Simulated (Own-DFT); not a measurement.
Simulation results for GaP (zincblende, atoms displaced)

All values are calculated (Own-DFT development build). A calculation, not a measurement: plane-wave PBE density functional theory by an unreviewed code, no spin, of a simulated periodic cell, stress positive in tension, free energy of the whole cell less one offset for each atom, forces on such cells passed a denser k mesh, this cell's mesh not checked; offsets are fitted by least squares, one for each functional and potential file, so energies compare only between cells with the same atoms and settings and are not formation energies; the far tail of each file's local potential was reset to the Coulomb form; each entry is a single point on an unrelaxed cell, so the pressure reflects the starting lattice, mostly measured values (interpolated for alloys), from which strain is counted, and rises with the displacements; printed positions are rounded, which can move forces by about a meV/angstrom; the program, named Own-DFT, is a retired in-house code; no spin-orbit coupling.

### GaP (zincblende, atoms displaced)

```
GaP
1.0
     10.9010     0.0000     0.0000
      0.0000    10.9010     0.0000
      0.0000     0.0000    10.9010
Ga P Ga P Ga P Ga P Ga P Ga P Ga P Ga P
4 4 4 4 4 4 4 4 4 4 4 4 4 4 4 4
Direct
  0.00394 0.00018 0.00319
  0.99897 0.25618 0.25468
  0.25146 0.99980 0.24785
  0.24963 0.25854 0.99707
  0.12667 0.12048 0.12514
  0.11661 0.37061 0.37474
  0.36299 0.11984 0.36798
  0.37283 0.37368 0.12009
  0.98987 0.99816 0.49729
  0.99189 0.25166 0.74818
  0.25422 0.99535 0.74489
  0.25938 0.25234 0.49800
  0.12355 0.12562 0.62658
  0.12225 0.37590 0.87390
  0.37324 0.12658 0.88104
  0.37718 0.37093 0.61581
  0.99118 0.49862 0.00132
  0.99982 0.75081 0.24450
  0.25079 0.51150 0.24832
  0.24212 0.74659 0.00376
  0.13296 0.62280 0.12942
  0.12464 0.87622 0.38162
  0.37660 0.62436 0.37392
  0.37371 0.87701 0.12562
  0.00774 0.49500 0.50441
  0.00308 0.75025 0.75021
  0.25701 0.49636 0.75224
  0.25094 0.74866 0.50073
  0.12001 0.62544 0.62425
  0.12313 0.86981 0.87375
  0.36709 0.62089 0.86948
  0.37933 0.88166 0.62139
  0.50210 0.99905 0.00809
  0.49417 0.24667 0.24685
  0.74840 0.00096 0.24844
  0.75300 0.25634 0.00537
  0.62384 0.12321 0.11583
  0.62328 0.36898 0.37866
  0.87145 0.12385 0.37660
  0.88941 0.37326 0.12330
  0.49706 0.99618 0.50452
  0.50542 0.25581 0.75330
  0.75038 0.99850 0.74691
  0.74297 0.24474 0.50677
  0.63302 0.12376 0.62424
  0.62555 0.38292 0.87652
  0.88024 0.13095 0.88374
  0.88208 0.36916 0.62827
  0.50213 0.51336 0.00033
  0.49954 0.75329 0.25049
  0.75627 0.49377 0.24911
  0.75389 0.74815 0.99749
  0.62020 0.62607 0.12770
  0.62859 0.87792 0.38095
  0.87308 0.62682 0.38147
  0.87304 0.87482 0.12392
  0.50499 0.49954 0.49540
  0.51014 0.75507 0.74879
  0.75166 0.49435 0.75400
  0.75444 0.74209 0.50105
  0.62425 0.62234 0.62509
  0.62481 0.86954 0.87985
  0.87326 0.62450 0.87121
  0.87067 0.87407 0.62314
```

```
functional                        : PBE
potential files                   : PseudoDojo norm-conserving, scalar-relativistic, standard set
wave cutoff                       : 42 hartree
occupations                       : Fermi-Dirac
smearing width                    : 0.1 eV
k mesh                            : 3 x 3 x 3 centred on Gamma
free energy of cell above offsets : -33.140 eV
pressure                          : 3.32 GPa
stress xx                         : -3.17 GPa
stress yy                         : -3.36 GPa
stress zz                         : -3.41 GPa
stress yz                         : -0.3 GPa
stress xz                         : -0.47 GPa
stress xy                         : -0.34 GPa
```

Force:
```csv
element,x (eV/Å),y (eV/Å),z (eV/Å)
Ga,-0.224,-0.209,-0.329
Ga,0.082,-1.946,-0.327
Ga,-1.138,-0.795,-0.087
Ga,-0.57,-0.899,0.112
P,-0.027,1.093,0.208
P,2.015,1.019,0.314
P,1.868,0.604,1.04
P,0.486,1.088,0.605
Ga,0.974,0.275,0.489
Ga,1.559,-0.972,0.938
Ga,-0.594,0.81,0.773
Ga,-1.682,-0.826,-0.358
P,0.011,-0.115,-0.366
P,-0.217,0.228,-0.201
P,0.47,-0.271,-0.722
P,0.696,0.871,1.132
Ga,1.629,0.986,-0.86
Ga,0.201,-0.033,0.919
Ga,0.476,-2.105,0.768
Ga,0.884,0.386,-0.677
P,-2.16,0.366,-0.847
P,-0.107,-0.16,-0.907
P,0.175,0.336,0.376
P,-0.054,-0.669,-0.153
Ga,-0.96,0.284,-0.342
Ga,-0.691,0.02,-0.329
Ga,-1.19,-0.58,-1.094
Ga,-0.043,0.058,0.087
P,1.264,-0.214,0.429
P,0.43,0.682,0.217
P,1.302,1.537,0.718
P,-0.465,-1.759,0.815
Ga,-0.697,-0.307,-1.281
Ga,0.128,-0.13,0.06
Ga,-0.124,0.075,0.048
Ga,-0.233,-0.171,-0.53
P,0.659,0.807,1.409
P,0.36,-0.048,-0.892
P,-0.211,0.629,-0.524
P,-1.869,-0.064,0.692
Ga,0.741,1.385,-1.249
Ga,-0.389,-0.795,-0.198
Ga,0.315,0.099,1.174
Ga,1.353,0.868,-0.855
P,-1.872,-0.43,0.979
P,-0.056,-0.46,0.722
P,-0.75,-0.747,-0.661
P,-1.629,1.054,-1.01
Ga,-0.855,-0.952,-0.341
Ga,0.13,0.325,0.399
Ga,-0.412,0.306,0.318
Ga,-0.352,-0.24,0.471
P,1.286,0.17,0.261
P,-0.267,-0.502,-0.4
P,1.065,-1.096,-1.144
P,0.168,0.049,-0.094
Ga,-0.414,0.101,0.229
Ga,-1.238,-0.599,-0.117
Ga,0.214,0.291,-0.921
Ga,-0.957,0.785,0.371
P,0.425,-0.174,0.11
P,0.305,1.039,-0.112
P,0.33,0.036,0.284
P,0.448,-0.395,0.459
```
